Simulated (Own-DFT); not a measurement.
# Computed records: SiC (2H silicon carbide, atoms displaced)

All values are calculated (Own-DFT development build). A calculation, not a measurement: plane-wave PBE density functional theory by an unreviewed code, no spin, of a simulated periodic cell, stress positive in tension, free energy of the whole cell less one offset for each atom, forces on such cells passed a denser k mesh, this cell's mesh not checked; offsets are fitted by least squares, one for each functional and potential file, so energies compare only between cells with the same atoms and settings and are not formation energies; the far tail of each file's local potential was reset to the Coulomb form; each entry is a single point on an unrelaxed cell, so the pressure reflects the starting lattice, mostly measured values (interpolated for alloys), from which strain is counted, and rises with the displacements; printed positions are rounded, which can move forces by about a meV/angstrom; the program, named Own-DFT, is a retired in-house code; no spin-orbit coupling.

```xyz
32
Lattice="6.1654 0.0000 0.0000 -3.0827 5.3394 0.0000 0.0000 0.0000 10.0681" Properties=species:S:1:pos:R:3 formula=SiC functional=PBE potential_files=PseudoDojo_norm-conserving,scalar-relativistic,standard_set wave_cutoff=42 occupations=Fermi-Dirac smearing_width=0.1 hardware=one_NVIDIA_H100 k_mesh=5_x_5_x_3_centred_on_Gamma
Si    -3.0157     5.2626     0.1084
Si     0.0701     1.7629     2.5491
C      0.0155     0.0375     1.9092
C     -0.0027     1.6897     4.4064
Si     6.0479     0.0667     5.0809
Si     0.0727     1.8286     7.5607
C      3.0850     5.1788     6.8949
C     -0.0425     1.7326     9.4115
Si    -1.5579     2.7125     0.0139
Si    -1.5028     4.5074     2.5519
C      4.6218     2.5909     1.9011
C     -1.6758     4.4179     4.3943
Si    -1.4398     2.6293     5.0619
Si    -1.5239     4.5282     7.5483
C     -1.5451     2.6789     6.9692
C     -1.5666     4.4716     9.4338
Si     3.0782     0.1296    10.0045
Si     3.0777     1.8338     2.5007
C      3.1442     0.0452     1.8247
C      3.1689     1.7621     4.4737
Si     3.1413     0.0254     5.0240
Si     3.0140     1.6968     7.5580
C      3.1410     0.0076     6.9207
C      3.1258     1.7661     9.4081
Si     1.5303     2.5923    10.0153
Si     1.5874     4.5170     2.4793
C      1.5440     2.5767     1.7918
C      1.5875     4.4856     4.5051
Si     1.5804     2.6390     5.0641
Si     1.5125     4.4407     7.4134
C      1.7123     2.7543     6.8836
C      1.6974     4.4701     9.4258
```

Units: wave_cutoff in hartree; smearing_width in eV.

Question: SiC (2H silicon carbide, atoms displaced): stress zz?
Answer: -7.65 GPa

Question: What stress yy does the calculation give for SiC (2H silicon carbide, atoms displaced)?
Answer: -5.55 GPa

Further results for SiC (2H silicon carbide, atoms displaced):

- free energy of cell above offsets: -1.234 eV
- pressure: 5.97 GPa
- stress xx: -4.72 GPa
- stress yz: 0.97 GPa
- stress xz: -0.17 GPa
- stress xy: 0.53 GPa
- wall time: 125 s

Force:
```
element  x (eV/Å)  y (eV/Å)  z (eV/Å)
     Si    -1.191     2.027    -2.482
     Si    -1.458     0.471    -1.004
      C     0.971     -0.84     0.699
      C     1.486     2.929     0.004
     Si     3.678    -2.554     0.343
     Si    -1.352    -1.119    -0.495
      C     0.416     4.086    -0.016
      C     0.999     0.435     1.002
     Si      1.13    -0.918    -0.494
     Si     0.104    -1.338    -0.657
      C      1.06      2.23     -0.04
      C     2.515     0.711     0.835
     Si    -1.989     1.776     0.354
     Si    -0.307    -2.523     -0.09
      C     1.202    -0.348    -0.312
      C     1.948      0.23     0.215
     Si     1.539    -4.322     0.973
     Si     0.535     -1.42     0.827
      C     -0.93    -0.198     1.182
      C    -1.158     0.628    -1.506
     Si    -2.393     -1.06    -0.314
     Si     3.253     2.277    -0.023
      C    -1.974    -0.271    -0.648
      C    -1.064     1.862    -0.364
     Si    -0.205      1.81    -0.739
     Si    -0.931     -1.47     0.487
      C     0.214     2.092     2.155
      C    -2.291    -2.026    -2.675
     Si     0.607     0.139    -1.172
     Si     2.138     0.647     4.023
      C    -3.254     -2.69     0.393
      C    -3.297    -1.253     -0.46
```
